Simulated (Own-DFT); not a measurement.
# Computed records: GaN (wurtzite, atoms displaced)

A calculation, not a measurement: plane-wave PBE density functional theory by an unreviewed code, no spin, of a simulated periodic cell, stress positive in tension, free energy of the whole cell less one offset for each atom, forces on such cells passed a denser k mesh, this cell's mesh not checked; offsets are fitted by least squares, one for each functional and potential file, so energies compare only between cells with the same atoms and settings and are not formation energies; the far tail of each file's local potential was reset to the Coulomb form; each entry is a single point on an unrelaxed cell, so the pressure reflects the starting lattice, mostly measured values (interpolated for alloys), from which strain is counted, and rises with the displacements; printed positions are rounded, which can move forces by about a meV/angstrom; the program, named Own-DFT, is a retired in-house code; no spin-orbit coupling. Program: Own-DFT development build.

Common to all runs: functional PBE; potential files PseudoDojo norm-conserving, scalar-relativistic, standard set with the stringent files for Ga; wave cutoff 96 hartree; occupations Gaussian; smearing width 0.01 eV; k mesh 3 x 4 x 3 centred on Gamma.

(1) 
```xyz
96
Lattice="12.7560 0.0000 0.0000 -4.7835 8.2853 0.0000 0.0000 0.0000 10.3700" Properties=species:S:1:pos:R:3:force_x:R:1:force_y:R:1:force_z:R:1 formula=GaN free_energy_of_cell_above_offsets=-10.288 pressure=5.45 stress_xx=-5.52 stress_yy=-5.26 stress_zz=-5.57 stress_yz=-0.02 stress_xz=0.1 stress_xy=-0.02
Ga    -0.0211     1.8633     0.0207      0.451     -0.529     -0.425
Ga     1.6061     0.9343     2.5981     -0.118     -0.451       0.04
N     -0.0183     1.8392     1.9842      0.805      0.302     -0.512
N      1.6190     0.9197     4.5497      0.022      0.137     -0.191
Ga     0.0334     1.8011     5.2007     -0.348      0.666      0.187
Ga     1.6476     0.9191     7.7944     -1.069       0.19     -0.281
N      0.0018     1.8544     7.1433      0.264     -0.412      0.127
N      1.6137     0.9082     9.7177     -0.491      0.744      0.545
Ga    -1.6185     4.5817    10.3694      0.304      0.505     -0.104
Ga    -0.0356     3.6781     2.5800      0.663      0.224      0.724
N     -1.6068     4.5919     1.9788      0.229      0.555     -0.575
N      0.0221     3.6735     4.5803     -0.189     -0.279     -0.753
Ga    -1.5653     4.5860     5.1711      -0.33      0.163      0.395
Ga    -0.0057     3.6977     7.7484      0.193     -0.192      0.001
N     -1.6098     4.5932     7.1319      0.128      0.228      0.215
N     -0.0081     3.6584     9.7132     -0.127      0.451      0.328
Ga    -3.2092     7.4066    10.3583      0.049     -0.924      -0.01
Ga    -1.5641     6.4883     2.5668      -1.19     -0.952      0.814
N     -3.1729     7.3611     1.9418     -0.347      0.229       0.07
N     -1.6088     6.4231     4.5484      0.183      0.523     -0.101
Ga    -3.2036     7.4073     5.2001      0.122     -1.035      0.014
Ga    -1.5624     6.4351     7.7833     -0.418      0.082     -0.666
N     -3.2047     7.3829     7.1592      0.403     -0.328     -0.129
N     -1.5814     6.4603     9.6976     -0.574     -0.449       0.81
Ga     3.1680     1.8377     0.0210      0.262      0.155     -0.247
Ga     4.7809     0.9175     2.5664      0.485      0.319      0.506
N      3.2052     1.8158     1.9667       -0.5      0.597      -0.17
N      4.7955     0.9487     4.5455     -0.048     -0.633     -0.409
Ga     3.2208     1.8295     5.2022     -0.375      0.261     -0.025
Ga     4.7561     0.8904     7.7686      0.841      0.783      0.439
N      3.2005     1.8215     7.1517      0.082      0.672     -0.169
N      4.7669     0.9517     9.7511       0.06     -0.503     -0.211
Ga     1.5883     4.5617    10.3646     -0.372       0.75      0.118
Ga     3.1711     3.6730     2.6033       0.46     -0.036      0.161
N      1.6029     4.6201     1.9806     -0.466     -0.659     -0.531
N      3.1568     3.6608     4.5587      0.774      0.155          0
Ga     1.5979     4.6124     5.1562      0.023      -0.24       0.64
Ga     3.2105     3.7001     7.7902     -0.479     -0.293     -0.402
N      1.6082     4.6192     7.1312      0.025     -0.057      0.023
N      3.1565     3.6870     9.7209      0.597     -0.217      0.381
Ga    -0.0253     7.3667     0.0068      0.415      0.172     -0.155
Ga     1.5769     6.4264     2.5877      0.192       0.69       0.09
N     -0.0495     7.3763     1.9803      1.385          0     -0.637
N      1.6180     6.4378     4.5535     -0.702      0.177     -0.384
Ga     0.0082     7.3649     5.1706     -0.186       0.01      0.079
Ga     1.6058     6.4515     7.8043      0.109     -0.071     -0.376
N      0.0352     7.3960     7.1360     -0.327     -0.842     -0.233
N      1.5677     6.4268     9.7237       0.29      0.156      0.744
Ga     6.3756     1.8279     0.0090      0.271     -0.128      -0.54
Ga     7.9864     0.9375     2.6003     -0.262     -0.259     -0.167
N      6.3884     1.8409     1.9269     -0.149     -0.024      0.661
N      8.0019     0.9221     4.5395     -0.866     -0.223      0.094
Ga     6.3604     1.8698     5.1631      0.609     -0.619      0.424
Ga     7.9866     0.8989     7.7672     -0.386      0.505      0.206
N      6.3780     1.8367     7.1167     -0.132     -0.043      0.314
N      7.9895     0.8869     9.7290     -0.217      0.636      0.042
Ga     4.7697     4.6108     0.0011      0.088     -0.067      0.035
Ga     6.3988     3.6858     2.5917     -0.276     -0.198     -0.041
N      4.7963     4.5843     1.9682     -0.391      -0.03     -0.337
N      6.3656     3.6703     4.5440      0.227      0.408     -0.215
Ga     4.8034     4.6042     5.2069     -0.582      0.014     -0.317
Ga     6.3589     3.6939     7.7657      0.754     -0.578      0.181
N      4.8012     4.6073     7.1689     -0.352      0.253     -0.344
N      6.3760     3.6696     9.7343     -0.451      0.044     -0.136
Ga     3.2098     7.3651     0.0189     -0.855      0.017     -0.098
Ga     4.7558     6.4282     2.5739      0.389      0.271      0.185
N      3.1749     7.3799     1.9620     -0.195     -0.228      0.015
N      4.7613     6.4182     4.5201      0.272      0.406      0.524
Ga     3.1610     7.3481     5.1849      0.811      0.298      0.208
Ga     4.7968     6.4598     7.7826       0.14     -0.036     -0.072
N      3.2236     7.3650     7.1682     -0.469     -0.248     -0.629
N      4.7657     6.4843     9.7351      0.278     -0.885     -0.158
Ga     9.5749     1.8739    10.3571     -0.233     -0.927      0.079
Ga    11.1939     0.9598     2.5973     -1.267     -1.018      0.048
N      9.5276     1.8645     1.9348      0.937     -0.039      0.265
N     11.1514     0.9437     4.5657      0.373      -0.09     -0.424
Ga     9.5489     1.8203     5.1653      0.333      0.505      0.858
Ga    11.1386     0.9259     7.7867      0.605      0.203     -0.313
N      9.5647     1.8458     7.1715     -0.078     -0.204     -0.631
N     11.1784     0.9667     9.7115      -0.33     -0.659      0.538
Ga     7.9387     4.5494     0.0172      0.301      1.029     -0.436
Ga     9.5896     3.6898     2.6016     -0.635     -0.132       0.51
N      7.9746     4.6068     1.9413      0.231     -0.249      0.392
N      9.5756     3.6805     4.6108     -0.071     -0.116     -1.104
Ga     7.9712     4.5853     5.1726      0.031      0.478      0.356
Ga     9.5620     3.6608     7.8098     -0.142       0.46     -0.802
N      7.9723     4.5913     7.1261     -0.082      0.336      0.363
N      9.5486     3.6715     9.7306     -0.005       0.57      0.243
Ga     6.3709     7.3455    10.3475     -0.252      0.993      0.552
Ga     7.9787     6.4215     2.5943     -0.208      0.635     -0.147
N      6.3663     7.3579     1.9349      0.113      0.315      0.291
N      7.9366     6.4613     4.5432      0.607      -0.26      0.021
Ga     6.3862     7.3986     5.1873     -0.653      -0.51      -0.47
Ga     7.9419     6.4682     7.7906      0.557     -0.553     -0.283
N      6.3935     7.3768     7.1110     -0.485      0.073      0.449
N      7.9216     6.4776     9.7301      0.937     -0.923      0.059
```

Units: free_energy_of_cell_above_offsets in eV; pressure, stress_xx, stress_yy, stress_zz, stress_yz, stress_xz, stress_xy in GPa; force_x, force_y, force_z in eV/Å.

(2) 
```xyz
96
Lattice="12.7560 0.0000 0.0000 -4.7835 8.2853 0.0000 0.0000 0.0000 10.3700" Properties=species:S:1:pos:R:3:force_x:R:1:force_y:R:1:force_z:R:1 formula=GaN free_energy_of_cell_above_offsets=-10.445 pressure=5.38 stress_xx=-4.78 stress_yy=-5.35 stress_zz=-6.01 stress_yz=0 stress_xz=-0.01 stress_xy=0.14
Ga    -0.0092     1.8392    10.3671      0.385     -0.024      0.098
Ga     1.5864     0.9328     2.6363      0.199     -0.155     -0.891
N      0.0042     1.8440     1.9656     -0.345     -0.101      -0.08
N      1.5515     0.9054     4.5496      0.947      0.462      0.308
Ga    -0.0152     1.8275     5.1637      0.193      0.606      0.355
Ga     1.5810     0.9105     7.7829      0.144     -0.039     -0.324
N     -0.0232     1.8347     7.1259       0.43      0.145      0.047
N      1.6031     0.9091     9.7064     -0.109      0.221      0.503
Ga    -1.6022     4.6127    10.3554      0.114     -0.275      0.088
Ga    -0.0591     3.6836     2.5980      1.502     -0.071     -0.135
N     -1.5859     4.5987     1.9703     -0.446      0.191     -0.499
N     -0.0010     3.6952     4.5414      -0.02     -0.223      0.189
Ga    -1.5963     4.5997     5.1722      0.031       0.12      0.259
Ga     0.0036     3.6865     7.7636       0.06     -0.171      0.367
N     -1.5656     4.6058     7.1254     -0.294     -0.037      0.052
N      0.0123     3.6949     9.7483     -0.391     -0.332     -0.409
Ga    -3.1690     7.3641     0.0152     -0.152     -0.127     -0.468
Ga    -1.6012     6.4181     2.5979      0.376       0.65      0.092
N     -3.1625     7.3529     1.9399     -0.219      0.329      0.535
N     -1.6355     6.4578     4.5705      0.786     -0.308      -0.51
Ga    -3.1907     7.3700     5.1719     -0.296     -0.087      0.397
Ga    -1.5822     6.4479     7.7692      0.187     -0.074      0.088
N     -3.1705     7.3409     7.1206     -0.211      0.477      0.284
N     -1.5548     6.4303     9.7310     -0.413      0.312     -0.031
Ga     3.1878     1.8659     0.0397     -0.078     -0.368     -0.823
Ga     4.7805     0.8900     2.6098      -0.11      0.821     -0.688
N      3.1738     1.8850     1.9323      0.169     -1.087      1.112
N      4.7827     0.8931     4.5363      0.053      0.497      0.198
Ga     3.2254     1.8295     5.1964     -0.836      0.334     -0.379
Ga     4.7540     0.9163     7.7590      0.769      0.062      0.659
N      3.2058     1.8624     7.1320     -0.527     -0.723     -0.265
N      4.7619     0.9394     9.7331      0.239      -0.23     -0.096
Ga     1.5973     4.6023    10.3640      0.266      0.399      0.293
Ga     3.1877     3.6629     2.6155     -0.141      0.747     -0.532
N      1.5984     4.5877     1.9580     -0.398      0.374      0.174
N      3.1892     3.7246     4.5397     -0.072     -1.088      0.351
Ga     1.5988     4.6149     5.1796     -0.249     -0.167      0.091
Ga     3.1922     3.6441     7.7730      0.475      0.854      0.491
N      1.6128     4.5817     7.1585     -0.018      0.076     -0.546
N      3.1894     3.6716     9.7384     -0.072      0.235     -0.394
Ga     0.0271     7.3641     0.0232      0.002      0.326     -0.601
Ga     1.6141     6.4808     2.5955     -0.072     -0.855      -0.27
N      0.0245     7.3871     1.9491     -0.552     -0.625      0.379
N      1.5864     6.4354     4.5364     -0.045      0.363      0.362
Ga    -0.0033     7.3762     5.1919     -0.071     -0.676     -0.239
Ga     1.6215     6.4202     7.7438     -0.112       0.42      0.682
N      0.0306     7.3681     7.1151     -0.255     -0.091      0.287
N      1.6088     6.4693     9.7145      0.246      -0.21       0.03
Ga     6.3753     1.8775    10.3632     -0.184     -0.403     -0.266
Ga     7.9773     0.9560     2.5807     -0.566     -0.669      0.398
N      6.3663     1.8447     1.9300     -0.113     -0.131      0.487
N      7.9921     0.9051     4.5689     -0.441      0.232     -0.403
Ga     6.3720     1.8325     5.1987      0.455      0.058     -0.123
Ga     7.9835     0.9235     7.7634     -0.401      0.232      0.732
N      6.3915     1.8579     7.1484     -0.403     -0.409     -0.101
N      7.9855     0.9466     9.7682     -0.037       0.22     -0.801
Ga     4.7768     4.6118    10.3564     -0.119      0.169     -0.136
Ga     6.3827     3.6684     2.5695     -0.281      0.371      0.099
N      4.7523     4.6083     1.9161      0.502      -0.27      0.679
N      6.4167     3.6708     4.5436     -0.813      -0.11     -0.164
Ga     4.7624     4.5623     5.2165      0.866      0.692     -0.376
Ga     6.4197     3.6868     7.7677     -0.299      0.145      0.224
N      4.8194     4.6114     7.1411     -0.551     -0.174      0.217
N      6.3589     3.6983     9.7224      0.438      0.029      0.048
Ga     3.2125     7.4241     0.0228     -0.083     -0.854     -0.357
Ga     4.7853     6.4121     2.6251     -0.048      0.496     -0.775
N      3.1777     7.3815     1.9515      0.552      0.078      0.365
N      4.7714     6.4337     4.5358      0.057     -0.064      0.705
Ga     3.1693     7.3689     5.2169      0.319     -0.187     -0.749
Ga     4.7812     6.4673     7.7608      0.074     -0.446      0.573
N      3.2043     7.3966     7.1346     -0.198     -0.488       0.16
N      4.8146     6.4549     9.7402     -0.552      0.162     -0.301
Ga     9.6035     1.8467    10.3621     -0.403     -0.114      0.171
Ga    11.1430     0.9247     2.5986      0.114     -0.181     -0.143
N      9.5283     1.8135     1.9471      1.049      0.961      0.123
N     11.1704     0.9385     4.5661     -0.454     -0.282     -0.359
Ga     9.5661     1.8470     5.1789     -0.079     -0.434      0.172
Ga    11.1618     0.9347     7.7645     -0.452     -0.271      0.233
N      9.5224     1.8692     7.1246      0.915      -0.49      0.109
N     11.1685     0.8821     9.7546      0.051      0.818     -0.664
Ga     7.9744     4.5994     0.0183     -0.149      0.061     -0.327
Ga     9.6051     3.7020     2.6319     -0.862      -0.54     -0.804
N      7.9802     4.6127     1.9547      0.229     -0.108      0.381
N      9.5661     3.6464     4.5489      0.321      0.598      0.055
Ga     7.9877     4.5809     5.1543     -0.125      0.498      0.705
Ga     9.5898     3.6691     7.7640     -0.193       0.59      0.145
N      7.9928     4.6084     7.1524      0.206       0.14     -0.468
N      9.5622     3.6686     9.7207      0.266      0.286      0.114
Ga     6.3966     7.3680     0.0014     -0.262     -0.405      0.354
Ga     7.9694     6.4630     2.6236      0.229     -0.191     -0.407
N      6.4101     7.3678     1.9543     -0.598     -0.002      0.309
N      7.9864     6.4499     4.5622     -0.405     -0.149      -0.01
Ga     6.3606     7.3822     5.1915      0.098     -0.465     -0.201
Ga     7.9668     6.4603     7.7855      0.155     -0.329      0.001
N      6.3665     7.3539     7.1347      0.243      0.552     -0.005
N      7.9481     6.4455     9.7459      0.863       -0.1     -0.216
```

Units: free_energy_of_cell_above_offsets in eV; pressure, stress_xx, stress_yy, stress_zz, stress_yz, stress_xz, stress_xy in GPa; force_x, force_y, force_z in eV/Å.

(3) 
```xyz
96
Lattice="12.7560 0.0000 0.0000 -4.7835 8.2853 0.0000 0.0000 0.0000 10.3700" Properties=species:S:1:pos:R:3:force_x:R:1:force_y:R:1:force_z:R:1 formula=GaN free_energy_of_cell_above_offsets=-10.338 pressure=5.42 stress_xx=-5.24 stress_yy=-4.89 stress_zz=-6.12 stress_yz=0.1 stress_xz=-0.02 stress_xy=-0.19
Ga     0.0234     1.8227    10.3446      0.228      0.432      0.628
Ga     1.5864     0.9256     2.6082      0.002      0.156     -0.392
N     -0.0108     1.8236     1.9852     -0.049      0.304      -0.75
N      1.5896     0.9366     4.5122       0.35     -0.174      1.155
Ga     0.0004     1.8487     5.2084     -0.052     -0.458     -0.677
Ga     1.5955     0.9188     7.7734      0.469      0.176      0.143
N      0.0409     1.8244     7.1243     -0.813       0.44      0.457
N      1.6186     0.9122     9.7154     -0.096      -0.12      0.165
Ga    -1.6108     4.5871     0.0109      0.475      0.495      -0.56
Ga     0.0029     3.6824     2.5797       -0.2     -0.598      0.324
N     -1.5853     4.5996     1.9428     -0.199        0.1      0.222
N     -0.0146     3.6499     4.5447      0.442      0.731     -0.045
Ga    -1.5940     4.5935     5.1636      0.076     -0.196      0.357
Ga    -0.0338     3.7074     7.7618      0.734     -0.442      0.327
N     -1.5992     4.5939     7.1385     -0.245      0.343      -0.27
N      0.0197     3.6888     9.7327     -0.413     -0.074     -0.115
Ga    -3.2026     7.3398     0.0209      0.215      0.458     -0.002
Ga    -1.5863     6.4094     2.6426     -0.294      0.667     -0.944
N     -3.2135     7.3883     1.9883      0.721     -0.665     -0.294
N     -1.5823     6.4401     4.5569     -0.077     -0.089      0.149
Ga    -3.1755     7.3598     5.1703     -0.492      0.367      0.076
Ga    -1.6033     6.4576     7.7645      0.378     -0.133      0.537
N     -3.1848     7.3741     7.1600      0.036     -0.028      -0.69
N     -1.6001     6.4788     9.7436      0.481     -0.543     -0.057
Ga     3.2145     1.8393    10.3626     -0.375      0.066      0.314
Ga     4.8031     0.9120     2.6193     -0.787      0.105     -0.572
N      3.1673     1.8353     1.9476      0.458     -0.114      0.178
N      4.7932     0.9138     4.5336     -0.053      0.132      0.482
Ga     3.2024     1.8478     5.2258      -0.19      -0.28     -1.113
Ga     4.7762     0.9471     7.7810      0.096     -0.453      0.325
N      3.2231     1.8818     7.1176     -0.636     -0.765      0.589
N      4.8022     0.9524     9.7599      0.135     -0.823     -0.497
Ga     1.5840     4.6102     0.0434      0.402      -0.33     -1.014
Ga     3.2028     3.6673     2.5952     -0.536     -0.141     -0.212
N      1.5472     4.5968     1.9384      0.989      0.433      0.803
N      3.2027     3.6757     4.5466      0.038      0.132     -0.031
Ga     1.6268     4.6119     5.1805     -0.662     -0.265     -0.092
Ga     3.1837     3.6763     7.7572       0.02      0.551      0.709
N      1.5846     4.6058     7.1285      0.137      0.038      0.031
N      3.2012     3.6716     9.7414     -0.259      0.387     -0.171
Ga     0.0585     7.3532     0.0632     -0.774      0.205     -1.639
Ga     1.6005     6.4742     2.5878     -0.487     -0.854        0.4
N     -0.0006     7.3414     1.9271     -0.069      0.265      1.337
N      1.5896     6.4454     4.5544      0.074      0.094     -0.181
Ga    -0.0147     7.3720     5.1998      0.464      0.038     -0.211
Ga     1.6074     6.4466     7.7786     -0.282     -0.028     -0.364
N      0.0053     7.3789     7.1178     -0.103     -0.016      0.579
N      1.6308     6.4343     9.6991     -0.372      0.112      0.687
Ga     6.3980     1.8259    10.3629     -0.092      0.754      0.148
Ga     7.9408     0.9039     2.6036      0.253       0.65     -0.349
N      6.3444     1.8524     1.9621      0.743      0.037     -0.156
N      7.9775     0.9122     4.5144     -0.138      0.024      0.772
Ga     6.3939     1.8602     5.1858     -0.161     -0.528     -0.072
Ga     7.9579     0.9166     7.7643     -0.312      0.195     -0.055
N      6.3425     1.8474     7.1289      0.678      0.057      0.156
N      7.9858     0.9160     9.7023      -0.14      0.034      0.481
Ga     4.7756     4.6251     0.0292      0.133     -0.308     -0.926
Ga     6.4083     3.7182     2.5877     -0.447     -0.661      0.297
N      4.7824     4.5640     1.9343      0.026       0.68      0.693
N      6.3992     3.6677     4.5606     -0.152      0.461     -0.373
Ga     4.7937     4.6000     5.1675      0.207      0.066      0.573
Ga     6.3775     3.6991     7.7819      0.396      -0.27      0.297
N      4.8120     4.5830     7.1892     -0.726      0.512     -1.045
N      6.3930     3.7142     9.7415     -0.123     -0.521      0.085
Ga     3.1824     7.3776    10.3604      0.438     -0.298      0.088
Ga     4.7647     6.4307     2.5808      0.565      0.081     -0.102
N      3.1617     7.3648     1.9891      0.529      0.011     -0.886
N      4.8108     6.4479     4.5300     -0.499     -0.307      0.063
Ga     3.2043     7.3570     5.1704     -0.085       0.06      0.331
Ga     4.7608     6.4429     7.7735      0.568     -0.206      0.063
N      3.2044     7.3720     7.1732     -0.412      -0.09      -0.89
N      4.8019     6.4542     9.7153     -0.317      0.184      0.504
Ga     9.5655     1.8054     0.0052      0.173      0.622      0.055
Ga    11.1253     0.9384     2.5808      0.917     -0.583      0.434
N      9.5828     1.8336     1.9842     -1.078      0.406     -0.703
N     11.1522     0.9036     4.5463      0.019      0.661      0.026
Ga     9.5596     1.8402     5.1762      0.146      0.016      0.082
Ga    11.1441     0.9352     7.7594      0.224     -0.228      0.014
N      9.5237     1.8464     7.1637      0.524      0.013     -0.559
N     11.1853     0.9437     9.7346     -0.329     -0.211     -0.373
Ga     7.9698     4.6135     0.0108      0.075     -0.173     -0.233
Ga     9.5712     3.7172     2.5601     -0.048     -0.602      0.655
N      7.9690     4.6281     1.9754      0.338     -0.374     -0.543
N      9.5723     3.6815     4.5481     -0.228      0.134     -0.273
Ga     7.9735     4.6143     5.2198      0.166      0.085     -0.767
Ga     9.5841     3.6681     7.8020     -0.485      0.357     -0.698
N      7.9709     4.6098     7.1171      0.282     -0.089      0.794
N      9.5729     3.6880     9.6983      -0.25     -0.326      1.098
Ga     6.3885     7.3892    10.3518     -0.131     -0.246      0.332
Ga     7.9785     6.4388     2.5752     -0.126      0.571       0.62
N      6.4038     7.3597     1.9588      -0.82      0.063     -0.276
N      7.9576     6.4585     4.5446      0.353     -0.264      0.056
Ga     6.3725     7.3893     5.1707      0.211     -0.309     -0.039
Ga     7.9884     6.4501     7.7568     -0.685       0.04      0.207
N      6.3360     7.3749     7.0990      0.577     -0.044      0.698
N      7.9529     6.4346     9.7411      0.334      0.226     -0.382
```

Units: free_energy_of_cell_above_offsets in eV; pressure, stress_xx, stress_yy, stress_zz, stress_yz, stress_xz, stress_xy in GPa; force_x, force_y, force_z in eV/Å.
